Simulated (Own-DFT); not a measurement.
# Biaxial strain at fixed height in wurtzite AlGaN with randomly placed atoms, 72 atoms (Al9Ga27N36)

Everything here is calculated. The program is Own-DFT (plane waves, in-house, since retired, never reviewed by a person); positions were held fixed, and spin and spin-orbit coupling were off.

Common settings: PBE; PseudoDojo norm-conserving scalar-relativistic files (stringent for Ga); cutoff 96 hartree; 4 x 4 x 3 k mesh centred on Gamma; Gaussian smearing of 0.01 eV.

Caveats: forces on such cells passed a denser k mesh, each cell not checked; stress not checked against mesh or cutoff.

Unstrained cell vectors in Å: (9.509, 0.000, 0.000); (-4.755, 8.235, 0.000); (0.000, 0.000, 10.268). The unstrained cell has measured lattice constants (interpolated for alloys), not those of this functional. That, the random moves and any unrelaxed bonds set the pressure at no strain. Each run strains x and y alike by e, as a substrate would, and holds the height along z. Random moves of width 0.05 Å per axis were added to every atom. The random placing of the alloy's atoms differs from row to row. Stress is positive in tension.

| e (%) | u (Å) | (s_xx + s_yy)/2 (GPa) | s_zz (GPa) |
|---|---|---|---|
| -2.75 | 0.053 | -24.10 | -13.84 |
| -2.25 | 0.052 | -20.48 | -12.07 |
| -1.50 | 0.050 | -14.96 | -11.19 |
| -1.25 | 0.048 | ? | ? |
| -0.50 | 0.049 | -8.93 | -9.00 |
| -0.25 | 0.046 | -7.91 | -6.91 |
| 0.50 | 0.053 | -4.84 | -6.88 |
| 0.75 | 0.051 | -1.71 | -8.30 |
| 1.75 | 0.049 | 1.70 | -4.70 |
| 2.50 | 0.047 | 4.82 | -2.37 |

## Worked fit

With e as a fraction, the in-plane stress is -6.4 + 538 e - 3745 e² GPa (errors 12 and 748, scatter 0.59), and s_zz is -8.0 + 199 e GPa (slope ± 19, scatter 0.97). At e = 0 the first slope is C11 + C12 and the second 2 C13, both with the ions held to the strained lattice and at the cell's own pressure. The term in e² is negative: the layer stiffens under compression and softens under tension. A free layer would change its height as e changes, and the in-plane slope would drop by 2 C13²/C33 to the biaxial modulus. At fixed height, a misfit of 1 % moves the in-plane stress by about 5.4 GPa and s_zz by 2.0 GPa.

## Prediction

Q: what are the two stresses at e = -1.25 %?

From the fit: -13.7 and -10.5 GPa. The hidden result is -13.89 and -9.77 GPa.
